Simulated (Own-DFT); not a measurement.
# Response to strain: diamond-structure GeSn with randomly placed atoms, 64 atoms (Ge52Sn12)

Calculated results; nothing here was measured. They come from Own-DFT, an in-house plane-wave density functional program, since retired, whose code no person has reviewed. Each row is one single-point run on a periodic cell that was not relaxed, without spin or spin-orbit coupling.

Settings of every run: PBE; PseudoDojo norm-conserving scalar-relativistic files; cutoff 49 hartree; 3 x 3 x 3 k mesh centred on Gamma; Fermi-Dirac smearing of 0.1 eV.

Known limits: forces on such cells moved up to 12 meV/angstrom on a denser k mesh; stress not checked against mesh or cutoff.

Unstrained cell vectors in Å: (11.628, 0.000, 0.000); (0.000, 11.628, 0.000); (0.000, 0.000, 11.628). The unstrained cell has measured lattice constants (interpolated for alloys), not those of this functional. That, the random moves and any unrelaxed bonds set the pressure at no strain. Each run strains this cell uniformly, with the atoms carried along. Every atom was also moved at random, by a Gaussian of width 0.05 Å on each axis. The random placing of the alloy's atoms differs from row to row. Strain is the symmetric tensor, in per cent. Stress is positive in tension, and the pressure is minus a third of its trace.

```
run  e_xx (%)  e_yy (%)  e_zz (%)  s_xx (GPa)  s_yy (GPa)  s_zz (GPa)  P (GPa)  E (meV/atom)
  1     -1.25     -1.25      0.00       -7.71       -7.55       -7.13     7.46          57.5
  2     -1.00     -1.00      0.00       -7.42       -7.32       -6.65     7.13          59.4
  3     -2.25     -2.25      0.00       -9.47       -9.53       -8.12     9.04          71.3
  4      1.50      1.50      0.00       -3.00       -2.93       -3.62     3.18           0.0
  5      2.50      2.50      0.00       -2.03       -2.06       -3.18     2.42          26.9
  6      1.25      1.25      0.00       -3.52       -3.40       -4.17     3.70          14.7
  7      1.00      1.00      0.00       -3.85       -3.94       -4.41     4.07          19.9
  8      0.75      0.75      0.00       -4.42       -4.29       -4.72     4.48          27.3
  9      2.25      2.25      0.00           ?           ?           ?        ?             ?
```

E is the free energy for each atom above the lowest run shown.

## Worked fit

The change of volume is close to e_xx + e_yy + e_zz. A straight line through the runs shown gives P = 5.66 - 73 x (fractional change of volume) GPa, with an error of 3 on the slope and a scatter of 0.24 GPa. The strain isn't the same on all axes, but the crystal is cubic, so the slope still estimates the bulk modulus, averaged over pressures from 2.4 to 9.0 GPa.

## Withheld run

Question: what pressure should run 9 give? Its volume changes by 4.55 %.

The line gives 2.3 GPa. The calculation gave 2.06 GPa.
